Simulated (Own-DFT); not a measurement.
GaP (zincblende, strained, atoms displaced), SiC (twinned 3C silicon carbide, strained, atoms displaced) (calculated)

Computed with Own-DFT development build. A calculation, not a measurement: plane-wave PBE density functional theory by an unreviewed code, no spin, of a simulated periodic cell, stress positive in tension, free energy of the whole cell less one offset for each atom, forces on such cells passed a denser k mesh, this cell's mesh not checked; offsets are fitted by least squares, one for each functional and potential file, so energies compare only between cells with the same atoms and settings and are not formation energies; the far tail of each file's local potential was reset to the Coulomb form; each entry is a single point on an unrelaxed cell, so the pressure reflects the starting lattice, mostly measured values (interpolated for alloys), from which strain is counted, and rises with the displacements; printed positions are rounded, which can move forces by about a meV/angstrom; the program, named Own-DFT, is a retired in-house code; no spin-orbit coupling.

Common to all runs: functional PBE; potential files PseudoDojo norm-conserving, scalar-relativistic, standard set; wave cutoff 42 hartree; occupations Fermi-Dirac; smearing width 0.1 eV.

(1) GaP (zincblende, strained, atoms displaced)

```cif
# cell vector a (Å): 10.8620 0.0000 0.0000
# cell vector b (Å): 0.0000 10.8620 0.0000
# cell vector c (Å): 0.0000 0.0000 10.9361
data_GaP
_symmetry_space_group_name_H-M 'P 1'
_symmetry_Int_Tables_number 1
_cell_length_a 10.8620
_cell_length_b 10.8620
_cell_length_c 10.9361
_cell_angle_alpha 90.000
_cell_angle_beta 90.000
_cell_angle_gamma 90.000
_cell_volume 1290.27
loop_
_atom_site_label
_atom_site_type_symbol
_atom_site_fract_x
_atom_site_fract_y
_atom_site_fract_z
_atom_site_occupancy
Ga1 Ga 0.99288 0.99938 0.99833 1
Ga2 Ga 0.99930 0.25226 0.24612 1
Ga3 Ga 0.25115 0.99940 0.24902 1
Ga4 Ga 0.25257 0.24665 0.00193 1
P1 P 0.12525 0.12317 0.12221 1
P2 P 0.12512 0.37950 0.37085 1
P3 P 0.37497 0.12268 0.37159 1
P4 P 0.37782 0.37381 0.12951 1
Ga5 Ga 0.00129 0.99775 0.50144 1
Ga6 Ga 0.00223 0.25087 0.75156 1
Ga7 Ga 0.24818 0.99682 0.75235 1
Ga8 Ga 0.24927 0.24961 0.50144 1
P5 P 0.12419 0.12513 0.62441 1
P6 P 0.12784 0.37760 0.87606 1
P7 P 0.37471 0.12555 0.87593 1
P8 P 0.37625 0.37702 0.62462 1
Ga9 Ga 0.99572 0.50073 0.00256 1
Ga10 Ga 0.00409 0.74989 0.24637 1
Ga11 Ga 0.25041 0.50205 0.24691 1
Ga12 Ga 0.25132 0.74840 0.00276 1
P9 P 0.12612 0.62608 0.12341 1
P10 P 0.12803 0.87283 0.37714 1
P11 P 0.37835 0.62742 0.37311 1
P12 P 0.37580 0.87746 0.12568 1
Ga13 Ga 0.99692 0.50085 0.50089 1
Ga14 Ga 0.99677 0.75241 0.74944 1
Ga15 Ga 0.25031 0.49920 0.75020 1
Ga16 Ga 0.25414 0.75147 0.49767 1
P13 P 0.12263 0.62235 0.62607 1
P14 P 0.12361 0.87696 0.87676 1
P15 P 0.37247 0.62741 0.87938 1
P16 P 0.37432 0.87439 0.62477 1
Ga17 Ga 0.50307 0.00649 0.00353 1
Ga18 Ga 0.49844 0.24969 0.24578 1
Ga19 Ga 0.74577 0.00198 0.25346 1
Ga20 Ga 0.75368 0.24949 0.99879 1
P17 P 0.62952 0.12508 0.12591 1
P18 P 0.62306 0.37554 0.37355 1
P19 P 0.87231 0.12384 0.37266 1
P20 P 0.87158 0.37037 0.12535 1
Ga21 Ga 0.50274 0.99460 0.50126 1
Ga22 Ga 0.49743 0.25123 0.74912 1
Ga23 Ga 0.74740 0.99847 0.74987 1
Ga24 Ga 0.75434 0.24969 0.49712 1
P21 P 0.62232 0.12088 0.62225 1
P22 P 0.62675 0.37500 0.87620 1
P23 P 0.87860 0.12185 0.87198 1
P24 P 0.87981 0.37518 0.62274 1
Ga25 Ga 0.49878 0.50690 0.99830 1
Ga26 Ga 0.49717 0.75106 0.25178 1
Ga27 Ga 0.74897 0.49894 0.25174 1
Ga28 Ga 0.75265 0.75019 0.00114 1
P25 P 0.62499 0.62449 0.12954 1
P26 P 0.62451 0.87682 0.37617 1
P27 P 0.87730 0.62888 0.37301 1
P28 P 0.87687 0.87349 0.12613 1
Ga29 Ga 0.50390 0.50013 0.50255 1
Ga30 Ga 0.50325 0.75147 0.74693 1
Ga31 Ga 0.74939 0.50012 0.74731 1
Ga32 Ga 0.74445 0.74987 0.49840 1
P29 P 0.62357 0.62635 0.62553 1
P30 P 0.62810 0.87864 0.87514 1
P31 P 0.87407 0.61925 0.87128 1
P32 P 0.87291 0.87442 0.62351 1
```

It was run with hardware one NVIDIA H100 and k mesh 3 x 3 x 3 centred on Gamma.

It finds free energy of cell above offsets -35.332 eV; pressure 3.13 GPa; stress xx -3.29 GPa; stress yy -3.3 GPa; stress zz -2.81 GPa; stress yz 0.21 GPa; stress xz -0.08 GPa; stress xy -0.03 GPa; wall time 549.5 s.

Force:
```csv
element,x (eV/Å),y (eV/Å),z (eV/Å)
Ga,0.735,-0.05,0.339
Ga,0.343,-0.441,0.351
Ga,-0.378,0.03,0.087
Ga,-0.167,0.527,-0.006
P,-0.346,-0.071,0.203
P,-0.124,-0.353,0.455
P,0.239,0.178,0.575
P,-0.35,0.49,-0.998
Ga,-0.217,0.142,-0.321
Ga,0.176,0.111,-0.015
Ga,0.139,0.363,-0.185
Ga,0.092,0.137,-0.542
P,0.164,-0.113,0.216
P,-0.226,-0.361,0.396
P,0.131,-0.19,-0.22
P,-0.184,-0.086,-0.062
Ga,0.283,-0.303,-0.176
Ga,0.001,0.176,0.448
Ga,0.216,-0.011,0.279
Ga,-0.21,0.702,-0.146
P,-0.179,-0.295,-0.039
P,-0.268,0.297,-0.4
P,-0.318,-0.587,0.403
P,0.151,-0.16,-0.254
Ga,0.452,0.193,-0.503
Ga,0.312,-0.285,0.09
Ga,0.019,0.291,0.021
Ga,-0.367,-0.61,0.398
P,0.405,0.562,-0.17
P,-0.092,-0.531,0.11
P,0.337,0.052,-0.987
P,0.06,0.045,0.219
Ga,-0.177,-0.496,-0.371
Ga,0.383,-0.299,0.624
Ga,0.494,-0.457,-0.317
Ga,-0.177,-0.325,-0.372
P,-0.194,0.395,-0.098
P,0.196,-0.327,0.274
P,0.833,0.014,0.121
P,0.198,0.768,0
Ga,-0.669,0.515,-0.231
Ga,0.399,-0.194,0.072
Ga,0.331,0.322,-0.337
Ga,-0.556,0.052,0.282
P,0.392,0.754,0.293
P,-0.302,0.076,-0.183
P,-0.669,0.51,-0.14
P,-0.687,-0.279,0.342
Ga,0.28,-0.699,0.443
Ga,0.458,0.256,-0.293
Ga,0.243,0.107,0.048
Ga,-0.206,-0.336,-0.152
P,0.028,0.37,-0.434
P,-0.129,-0.429,-0.342
P,-0.374,-0.273,0.091
P,-0.427,0.305,0.216
Ga,-0.377,0.041,-0.446
Ga,-0.435,0.158,0.735
Ga,-0.004,-0.434,-0.088
Ga,0.621,-0.02,-0.044
P,0.314,-0.199,-0.057
P,-0.473,-0.476,0.408
P,0.011,0.758,0.401
P,-0.154,-0.011,-0.007
```

(2) GaP (zincblende, strained, atoms displaced)

```cif
# cell vector a (Å): 10.8620 0.0000 0.0000
# cell vector b (Å): 0.0000 10.8620 0.0000
# cell vector c (Å): 0.0000 0.0000 10.9361
data_GaP
_symmetry_space_group_name_H-M 'P 1'
_symmetry_Int_Tables_number 1
_cell_length_a 10.8620
_cell_length_b 10.8620
_cell_length_c 10.9361
_cell_angle_alpha 90.000
_cell_angle_beta 90.000
_cell_angle_gamma 90.000
_cell_volume 1290.27
loop_
_atom_site_label
_atom_site_type_symbol
_atom_site_fract_x
_atom_site_fract_y
_atom_site_fract_z
_atom_site_occupancy
Ga1 Ga 0.99629 0.99472 0.00119 1
Ga2 Ga 0.99892 0.24936 0.25057 1
Ga3 Ga 0.25208 0.00682 0.24939 1
Ga4 Ga 0.24902 0.24522 0.00179 1
P1 P 0.12512 0.12803 0.12442 1
P2 P 0.11983 0.37407 0.37387 1
P3 P 0.37329 0.12428 0.37559 1
P4 P 0.37032 0.37349 0.12649 1
Ga5 Ga 0.00349 0.99836 0.50260 1
Ga6 Ga 0.99605 0.24828 0.74862 1
Ga7 Ga 0.24676 0.99486 0.75022 1
Ga8 Ga 0.24788 0.25148 0.50017 1
P5 P 0.12769 0.12273 0.62550 1
P6 P 0.12585 0.37798 0.87817 1
P7 P 0.37307 0.12671 0.87982 1
P8 P 0.37100 0.37611 0.62424 1
Ga9 Ga 0.00144 0.49994 0.00376 1
Ga10 Ga 0.00446 0.75297 0.24739 1
Ga11 Ga 0.24921 0.49964 0.25199 1
Ga12 Ga 0.25028 0.74749 0.00038 1
P9 P 0.12433 0.62391 0.12584 1
P10 P 0.12649 0.87319 0.38069 1
P11 P 0.37382 0.62695 0.37678 1
P12 P 0.37422 0.86897 0.12470 1
Ga13 Ga 0.99959 0.49779 0.49242 1
Ga14 Ga 0.00077 0.75172 0.75084 1
Ga15 Ga 0.24843 0.50097 0.75048 1
Ga16 Ga 0.25079 0.74651 0.49659 1
P13 P 0.12247 0.62106 0.62717 1
P14 P 0.12291 0.87662 0.87824 1
P15 P 0.37365 0.62501 0.87523 1
P16 P 0.37538 0.87689 0.62472 1
Ga17 Ga 0.49822 0.00260 0.00088 1
Ga18 Ga 0.49839 0.24963 0.25094 1
Ga19 Ga 0.75319 0.00150 0.24633 1
Ga20 Ga 0.74931 0.24855 0.00145 1
P17 P 0.62520 0.12765 0.12880 1
P18 P 0.62621 0.37484 0.37375 1
P19 P 0.87052 0.11854 0.37774 1
P20 P 0.87414 0.37353 0.12686 1
Ga21 Ga 0.50060 0.99845 0.49898 1
Ga22 Ga 0.50024 0.24935 0.75072 1
Ga23 Ga 0.74952 0.99917 0.75457 1
Ga24 Ga 0.74692 0.25168 0.49241 1
P21 P 0.62251 0.12175 0.62384 1
P22 P 0.62402 0.37660 0.87349 1
P23 P 0.87867 0.12661 0.87370 1
P24 P 0.87646 0.37607 0.62539 1
Ga25 Ga 0.49735 0.50461 0.99971 1
Ga26 Ga 0.49958 0.75319 0.24932 1
Ga27 Ga 0.75143 0.49948 0.25062 1
Ga28 Ga 0.75256 0.75149 0.00110 1
P25 P 0.62331 0.62665 0.12812 1
P26 P 0.63178 0.87465 0.37857 1
P27 P 0.87704 0.62134 0.37427 1
P28 P 0.88124 0.87547 0.12318 1
Ga29 Ga 0.49962 0.49721 0.49875 1
Ga30 Ga 0.49741 0.74813 0.75269 1
Ga31 Ga 0.74935 0.49970 0.75112 1
Ga32 Ga 0.75025 0.74556 0.49823 1
P29 P 0.62323 0.62077 0.62503 1
P30 P 0.62631 0.87340 0.87103 1
P31 P 0.87263 0.62156 0.87472 1
P32 P 0.87910 0.87392 0.62417 1
```

Here we set hardware one NVIDIA H100 and k mesh 3 x 3 x 3 centred on Gamma.

The calculation gives: free energy of cell above offsets -35.185 eV; pressure 3.16 GPa; stress xx -3.34 GPa; stress yy -3.32 GPa; stress zz -2.83 GPa; stress yz 0.05 GPa; stress xz -0.03 GPa; stress xy 0.27 GPa; wall time 507.1 s.

Force:
```csv
element,x (eV/Å),y (eV/Å),z (eV/Å)
Ga,0.673,1.148,-0.314
Ga,-0.396,-0.419,0.152
Ga,-0.369,-0.939,-0.091
Ga,-0.126,0.811,-0.197
P,-0.558,-0.681,0.133
P,0.721,-0.207,-0.091
P,0.392,0.295,0.237
P,0.492,0.214,-0.157
Ga,-0.261,0.101,-0.082
Ga,0.849,0.456,-0.067
Ga,0.447,0.455,0.237
Ga,-0.053,-0.087,-0.06
P,-0.292,0.358,0.127
P,-0.143,-0.65,-0.243
P,0.06,-0.412,-0.798
P,0.378,-0.198,0.177
Ga,-0.402,-0.091,-0.282
Ga,-0.09,-0.271,0.606
Ga,-0.032,0.024,0.066
Ga,-0.314,0.071,-0.087
P,0.263,0.12,0.045
P,0.104,0.448,-0.935
P,0.484,-0.476,-0.488
P,-0.084,1.026,0.019
Ga,-0.014,0.114,1.087
Ga,-0.138,-0.397,0.087
Ga,-0.014,-0.153,0.032
Ga,-0.217,0.127,1.074
P,0.091,0.391,-0.521
P,0.279,-0.522,-0.087
P,-0.157,0.02,-0.105
P,-0.127,-0.586,-0.008
Ga,0.305,-0.466,0.054
Ga,-0.129,0.234,0.086
Ga,-0.22,-0.429,0.146
Ga,0.04,0.252,-0.319
P,-0.129,-0.414,-0.398
P,-0.51,0.23,-0.295
P,0.869,0.558,-0.175
P,0.031,0.059,-0.204
Ga,-0.01,-0.006,-0.022
Ga,-0.236,-0.016,-0.19
Ga,0.358,0.141,-0.774
Ga,0.326,-0.355,1.125
P,0.394,0.464,0.137
P,-0.067,-0.174,0.464
P,-0.617,-0.418,0.55
P,-0.425,-0.186,-0.5
Ga,0.18,-0.566,0.306
Ga,0.289,-0.134,0.622
Ga,-0.172,0.085,-0.19
Ga,-0.259,-0.263,-0.137
P,0.312,-0.065,-0.245
P,-0.587,0.095,-0.744
P,-0.107,0.717,-0.444
P,-0.957,-0.332,0.523
Ga,-0.137,0.11,0.075
Ga,0.192,0.118,-0.558
Ga,0.036,-0.147,-0.294
Ga,0.32,-0.065,0.54
P,0.01,0.376,0.031
P,-0.318,0.1,0.876
P,0.448,0.418,0.288
P,-0.677,-0.014,0.201
```

(3) GaP (zincblende, strained, atoms displaced)

```cif
# cell vector a (Å): 10.8620 0.0000 0.0000
# cell vector b (Å): 0.0000 10.8620 0.0000
# cell vector c (Å): 0.0000 0.0000 10.9361
data_GaP
_symmetry_space_group_name_H-M 'P 1'
_symmetry_Int_Tables_number 1
_cell_length_a 10.8620
_cell_length_b 10.8620
_cell_length_c 10.9361
_cell_angle_alpha 90.000
_cell_angle_beta 90.000
_cell_angle_gamma 90.000
_cell_volume 1290.27
loop_
_atom_site_label
_atom_site_type_symbol
_atom_site_fract_x
_atom_site_fract_y
_atom_site_fract_z
_atom_site_occupancy
Ga1 Ga 0.00127 0.99865 0.99420 1
Ga2 Ga 0.00066 0.25330 0.25233 1
Ga3 Ga 0.25060 0.99878 0.25430 1
Ga4 Ga 0.24635 0.25700 0.99608 1
P1 P 0.12279 0.12779 0.12110 1
P2 P 0.12476 0.37182 0.37469 1
P3 P 0.37880 0.12447 0.37871 1
P4 P 0.37730 0.37698 0.12405 1
Ga5 Ga 0.99738 0.99797 0.49914 1
Ga6 Ga 0.00122 0.25271 0.75557 1
Ga7 Ga 0.24537 0.00046 0.74825 1
Ga8 Ga 0.24867 0.24975 0.49744 1
P5 P 0.12824 0.12746 0.62541 1
P6 P 0.12021 0.37899 0.87921 1
P7 P 0.37531 0.12095 0.87376 1
P8 P 0.37473 0.37377 0.62485 1
Ga9 Ga 0.00278 0.49318 0.99626 1
Ga10 Ga 0.99971 0.74860 0.24924 1
Ga11 Ga 0.25088 0.49958 0.24871 1
Ga12 Ga 0.24861 0.74764 0.99963 1
P9 P 0.12482 0.62426 0.12847 1
P10 P 0.13352 0.87524 0.37242 1
P11 P 0.37139 0.61758 0.37686 1
P12 P 0.37391 0.87573 0.12337 1
Ga13 Ga 0.00269 0.50252 0.50104 1
Ga14 Ga 0.00183 0.75027 0.74752 1
Ga15 Ga 0.24568 0.49751 0.75049 1
Ga16 Ga 0.24530 0.74898 0.49667 1
P13 P 0.11920 0.62414 0.62984 1
P14 P 0.12510 0.87212 0.87549 1
P15 P 0.37017 0.62117 0.87396 1
P16 P 0.37678 0.87527 0.62544 1
Ga17 Ga 0.49941 0.00315 0.99969 1
Ga18 Ga 0.49918 0.25141 0.25229 1
Ga19 Ga 0.74466 0.99974 0.24884 1
Ga20 Ga 0.75003 0.25558 0.99728 1
P17 P 0.62879 0.12260 0.12701 1
P18 P 0.62696 0.37686 0.37809 1
P19 P 0.87509 0.12744 0.37511 1
P20 P 0.87484 0.37570 0.12113 1
Ga21 Ga 0.50150 0.00273 0.50315 1
Ga22 Ga 0.50453 0.24796 0.74978 1
Ga23 Ga 0.75389 0.99908 0.75046 1
Ga24 Ga 0.74837 0.24701 0.49981 1
P21 P 0.62362 0.13152 0.62517 1
P22 P 0.61991 0.37348 0.87714 1
P23 P 0.87708 0.12338 0.87652 1
P24 P 0.87472 0.37398 0.62417 1
Ga25 Ga 0.50389 0.49992 0.99735 1
Ga26 Ga 0.49677 0.74785 0.25455 1
Ga27 Ga 0.75117 0.49456 0.24790 1
Ga28 Ga 0.75026 0.75101 0.00230 1
P25 P 0.62839 0.62428 0.12767 1
P26 P 0.62214 0.87749 0.37770 1
P27 P 0.87478 0.62314 0.37369 1
P28 P 0.87401 0.87441 0.12326 1
Ga29 Ga 0.49682 0.50154 0.50094 1
Ga30 Ga 0.49433 0.74472 0.75186 1
Ga31 Ga 0.75064 0.49858 0.74616 1
Ga32 Ga 0.74891 0.75022 0.50064 1
P29 P 0.62609 0.62125 0.62484 1
P30 P 0.62564 0.87704 0.87844 1
P31 P 0.87837 0.62807 0.87793 1
P32 P 0.87048 0.87685 0.62183 1
```

Here we set hardware one NVIDIA H100 and k mesh 3 x 3 x 3 centred on Gamma.

It finds free energy of cell above offsets -34.971 eV; pressure 3.21 GPa; stress xx -3.35 GPa; stress yy -3.38 GPa; stress zz -2.89 GPa; stress yz 0.09 GPa; stress xz 0.04 GPa; stress xy 0.36 GPa; wall time 504.9 s.

Force:
```csv
element,x (eV/Å),y (eV/Å),z (eV/Å)
Ga,-0.054,-0.078,0.753
Ga,-0.307,-0.418,-0.6
Ga,0.417,0.82,-0.945
Ga,0.714,-0.75,0.402
P,0.288,-0.255,0.473
P,0.165,0.739,0.088
P,-0.429,0.112,-0.375
P,-0.141,-0.173,-0.106
Ga,0.548,0.311,-0.115
Ga,-0.217,-0.333,-0.623
Ga,0.52,-0.317,0.154
Ga,0.397,-0.064,0.208
P,-0.81,-0.072,-0.051
P,0.914,-0.661,-1.128
P,-0.373,0.769,-0.08
P,-0.17,-0.045,0.212
Ga,-0.81,1.576,1.083
Ga,-0.047,0.339,0.122
Ga,-0.194,-0.378,-0.037
Ga,0.108,0.032,0.304
P,-0.094,-0.278,-0.574
P,-1.611,-0.159,0.311
P,0.064,0.787,-0.026
P,0.121,-0.205,0.214
Ga,-0.421,-0.419,-0.21
Ga,-0.755,0.424,0.373
Ga,0.229,-0.061,-0.234
Ga,0.622,-0.286,0.785
P,0.871,0.084,-0.681
P,0.076,0.13,-0.365
P,0.229,-0.033,0.303
P,-0.452,-0.246,-0.125
Ga,0.167,-0.213,0.328
Ga,0.359,-0.115,-0.16
Ga,0.834,-0.282,0.373
Ga,-0.055,-0.818,0.268
P,-0.65,0.921,-0.503
P,-0.317,-0.154,-0.203
P,-0.144,-0.458,-0.247
P,0.268,-0.191,0.36
Ga,-0.047,-0.16,0.202
Ga,-0.981,0.197,0.283
Ga,-0.645,0.366,0.04
Ga,0.312,0.423,-0.032
P,0.608,-1.056,0.141
P,0.783,0.226,-0.672
P,-0.321,0.436,-0.262
P,0.274,-0.149,-0.002
Ga,-0.418,0.475,0.55
Ga,0.017,0.067,-0.306
Ga,-0.016,0.349,0.184
Ga,-0.063,-0.149,-0.159
P,-0.464,0.09,-0.096
P,0.109,-0.356,-0.099
P,-0.009,0.138,0.152
P,0.321,0.348,0.376
Ga,0.363,-0.343,0.149
Ga,0.66,0.437,-0.069
Ga,0.176,0.05,0.768
Ga,-0.161,-0.251,-0.318
P,-0.389,0.538,0.07
P,-0.226,-0.405,-0.519
P,-0.369,-0.451,-0.4
P,0.625,-0.399,0.293
```

(4) SiC (twinned 3C silicon carbide, strained, atoms displaced)

```cif
# cell vector a (Å): 6.5750 -6.5425 0.0221
# cell vector b (Å): -0.0395 6.5252 -6.5508
# cell vector c (Å): 8.9497 8.8768 8.9636
data_SiC
_symmetry_space_group_name_H-M 'P 1'
_symmetry_Int_Tables_number 1
_cell_length_a 9.2755
_cell_length_b 9.2462
_cell_length_c 15.4674
_cell_angle_alpha 90.460
_cell_angle_beta 89.614
_cell_angle_gamma 120.165
_cell_volume 1146.86
loop_
_atom_site_label
_atom_site_type_symbol
_atom_site_fract_x
_atom_site_fract_y
_atom_site_fract_z
_atom_site_occupancy
Si1 Si 0.00598 0.00544 0.43147 1
C1 C 0.98977 0.00759 0.06032 1
Si2 Si 0.11633 0.22231 0.10109 1
C2 C 0.11062 0.22176 0.23217 1
Si3 Si 0.21947 0.11299 0.26891 1
C3 C 0.21418 0.10721 0.39837 1
Si4 Si 0.99089 0.31568 0.44571 1
C4 C 0.99976 0.33263 0.06438 1
Si5 Si 0.10828 0.55070 0.10567 1
C5 C 0.11424 0.56048 0.23087 1
Si6 Si 0.21690 0.44502 0.26669 1
C6 C 0.22694 0.43794 0.40081 1
Si7 Si 0.01122 0.66677 0.44176 1
C7 C 0.01096 0.67793 0.06317 1
Si8 Si 0.11878 0.88688 0.10687 1
C8 C 0.10552 0.88525 0.23068 1
Si9 Si 0.22252 0.77539 0.27335 1
C9 C 0.22052 0.78103 0.40072 1
Si10 Si 0.33299 0.99717 0.44110 1
C10 C 0.33114 0.98519 0.05892 1
Si11 Si 0.45391 0.23421 0.10395 1
C11 C 0.43734 0.21630 0.22909 1
Si12 Si 0.56734 0.11839 0.26664 1
C12 C 0.55996 0.11659 0.39829 1
Si13 Si 0.33792 0.34281 0.43604 1
C13 C 0.33695 0.34506 0.05920 1
Si14 Si 0.43754 0.55254 0.10293 1
C14 C 0.44689 0.54606 0.22693 1
Si15 Si 0.54237 0.43846 0.26987 1
C15 C 0.55302 0.44412 0.39659 1
Si16 Si 0.32661 0.66499 0.44108 1
C16 C 0.33776 0.66693 0.06297 1
Si17 Si 0.44342 0.89217 0.10565 1
C17 C 0.43585 0.88835 0.22740 1
Si18 Si 0.54633 0.77840 0.27532 1
C18 C 0.55268 0.76857 0.39313 1
Si19 Si 0.66731 0.00912 0.43788 1
C19 C 0.66689 0.99778 0.05861 1
Si20 Si 0.77453 0.23010 0.10687 1
C20 C 0.77734 0.22838 0.22983 1
Si21 Si 0.87753 0.10547 0.26891 1
C21 C 0.89670 0.11133 0.39182 1
Si22 Si 0.67475 0.33650 0.43984 1
C22 C 0.65941 0.32802 0.06000 1
Si23 Si 0.77787 0.55940 0.10260 1
C23 C 0.79558 0.57032 0.23015 1
Si24 Si 0.88099 0.44398 0.27472 1
C24 C 0.88922 0.45174 0.39348 1
Si25 Si 0.67686 0.67605 0.43446 1
C25 C 0.66717 0.66020 0.06144 1
Si26 Si 0.77128 0.88832 0.10354 1
C26 C 0.78426 0.90061 0.23127 1
Si27 Si 0.88360 0.78397 0.27451 1
C27 C 0.89048 0.77461 0.39739 1
Si28 Si 0.99897 0.00106 0.93813 1
C28 C 0.99904 0.00654 0.56053 1
Si29 Si 0.90158 0.78513 0.60590 1
C29 C 0.89605 0.77533 0.73278 1
Si30 Si 0.77376 0.89646 0.77322 1
C30 C 0.77440 0.88748 0.89951 1
Si31 Si 0.00905 0.67481 0.93513 1
C31 C 0.99816 0.66737 0.55702 1
Si32 Si 0.89527 0.45016 0.60400 1
C32 C 0.88304 0.43249 0.72770 1
Si33 Si 0.77558 0.55837 0.76563 1
C33 C 0.78648 0.55928 0.89700 1
Si34 Si 0.00497 0.33564 0.93677 1
C34 C 0.99297 0.32958 0.55679 1
Si35 Si 0.90216 0.11942 0.59942 1
C35 C 0.88246 0.11046 0.72561 1
Si36 Si 0.78868 0.22642 0.77655 1
C36 C 0.77588 0.22194 0.89361 1
Si37 Si 0.66226 0.99685 0.93280 1
C37 C 0.66535 0.99632 0.56224 1
Si38 Si 0.54462 0.77631 0.59948 1
C38 C 0.55017 0.76233 0.72495 1
Si39 Si 0.44872 0.88417 0.77106 1
C39 C 0.44793 0.89240 0.89519 1
Si40 Si 0.67750 0.68065 0.93570 1
C40 C 0.66660 0.66059 0.56357 1
Si41 Si 0.55954 0.44965 0.60793 1
C41 C 0.55575 0.45569 0.73092 1
Si42 Si 0.44185 0.55864 0.76888 1
C42 C 0.44958 0.55684 0.89379 1
Si43 Si 0.65669 0.34134 0.93534 1
C43 C 0.66651 0.31982 0.56217 1
Si44 Si 0.55653 0.10794 0.60622 1
C44 C 0.55438 0.11413 0.72719 1
Si45 Si 0.44801 0.21537 0.77252 1
C45 C 0.45043 0.22658 0.90212 1
Si46 Si 0.32171 0.99050 0.94777 1
C46 C 0.32866 0.00093 0.55724 1
Si47 Si 0.21227 0.77132 0.60525 1
C47 C 0.21445 0.77659 0.73077 1
Si48 Si 0.10889 0.89328 0.76983 1
C48 C 0.11757 0.90018 0.89656 1
Si49 Si 0.33816 0.66699 0.93419 1
C49 C 0.33635 0.66754 0.56348 1
Si50 Si 0.22839 0.44728 0.60399 1
C50 C 0.22092 0.44372 0.72931 1
Si51 Si 0.12294 0.55746 0.76208 1
C51 C 0.10516 0.55139 0.90247 1
Si52 Si 0.32478 0.32406 0.93463 1
C52 C 0.33382 0.33360 0.55537 1
Si53 Si 0.23048 0.11958 0.60789 1
C53 C 0.22537 0.11280 0.72534 1
Si54 Si 0.11725 0.22596 0.76893 1
C54 C 0.11027 0.21900 0.89423 1
```

It was run with k mesh 4 x 4 x 2 centred on Gamma.

It finds free energy of cell above offsets -7.651 eV; pressure 0.33 GPa; stress xx 0.77 GPa; stress yy -0.82 GPa; stress zz -0.94 GPa; stress yz 3.61 GPa; stress xz 4.25 GPa; stress xy 2.33 GPa.

Force:
```csv
element,x (eV/Å),y (eV/Å),z (eV/Å)
Si,-0.354,1.054,2.64
C,1.409,-2.095,1.124
Si,0.146,1.871,0.443
C,-1.69,-0.267,-0.974
Si,0.383,0.251,1.824
C,1.871,-2.407,-2.307
Si,-1.336,-2.369,-5.299
C,-0.48,-0.006,-0.095
Si,0.675,0.121,-1.484
C,-1.119,-0.208,0.849
Si,1.857,-0.088,1.377
C,-2.793,2.398,-2.259
Si,-3.461,0.355,-1.21
C,-1.936,-0.887,1.438
Si,-0.867,2.054,-0.448
C,0.78,-0.075,-0.648
Si,-0.66,1.563,-0.628
C,0.293,-2.277,-0.404
Si,-0.786,0.244,-2.47
C,2.175,3.782,-0.125
Si,-2.125,0.764,1.671
C,0.667,-1.034,-1.089
Si,-1.683,2.686,2.427
C,-1.355,-0.755,-0.503
Si,0.091,-1.815,2.058
C,-1.034,-1.689,2.289
Si,1.909,-0.007,-1.13
C,-1.396,2.645,-1.905
Si,3.063,-1.286,0.433
C,0.689,-1.088,-0.754
Si,0.065,-1.929,-0.093
C,-0.698,0.686,-0.277
Si,0.162,-2.211,0.74
C,1.826,-0.274,-0.1
Si,-0.454,-2.343,-0.694
C,0.749,2.505,-0.645
Si,0.002,-1.705,1.357
C,0.073,1.927,-0.048
Si,-0.444,-2.526,0.224
C,0.228,-1.113,-0.42
Si,2.972,0.589,-2.053
C,-1.603,1.587,0.772
Si,-1.305,1.17,-0.386
C,1.8,-0.002,-1.394
Si,1.565,-0.536,0.389
C,-3.169,0.438,1.252
Si,1.156,-0.651,-1.789
C,1.508,-0.534,2.033
Si,-0.694,0.448,2.662
C,-0.425,1.47,-1.225
Si,0.546,-0.333,0.371
C,-3.196,-0.803,1.905
Si,0.757,-1.413,-0.028
C,0.844,-0.226,-1.2
Si,0.053,0.499,0.253
C,1.336,-1.731,0.598
Si,-2.111,1.372,-0.165
C,-1.489,1.136,-1.922
Si,-0.402,-2.115,0.848
C,-0.114,-0.741,-3.129
Si,-0.028,0.919,1.216
C,1.929,1.003,1.901
Si,-1.829,0.022,1.651
C,1.219,0.416,-2.576
Si,1.71,-0.197,2.026
C,-1.162,0.486,-1.32
Si,-0.759,1.136,1.314
C,3.744,2.198,0.86
Si,-1.728,2,2.433
C,1.74,-0.752,-0.169
Si,-2.736,-0.236,-0.375
C,1.018,0.829,0.48
Si,1.742,1.579,-0.108
C,0.389,0.017,-0.589
Si,3.498,-1.87,0.299
C,0.962,1.971,-2.848
Si,-0.845,0.923,-0.847
C,-1.584,0.202,0.544
Si,-1.07,-0.95,3.858
C,0.536,0.559,-1.961
Si,-1.352,-1.601,0.399
C,-0.676,-1.749,1.644
Si,0.99,-0.092,2.022
C,-0.647,-0.026,0.043
Si,3.367,-2.038,0.462
C,1.074,1.851,-1.797
Si,-0.965,-0.354,-0.115
C,1.224,-1.252,1.59
Si,0.087,1.872,-1.056
C,-3.966,-0.453,0.849
Si,-0.286,-3.142,-3.869
C,2.272,1.1,2.427
Si,1.234,-0.235,-1.634
C,0.723,-1.241,-1.021
Si,1.52,-0.185,0.615
C,-1.341,-0.494,0.389
Si,0.231,0.976,1.045
C,-2.171,1.468,0.508
Si,-1.144,-0.971,0.261
C,-0.007,-1.903,-0.528
Si,-1.101,4.177,2.117
C,0.412,-2.279,-2.675
Si,2.099,0.503,-1.525
C,2.32,1.837,1.306
Si,-2.501,-1.566,-1.303
C,1.158,1.091,0.731
Si,-1.094,0.412,1.265
C,-0.676,-0.034,-0.617
```
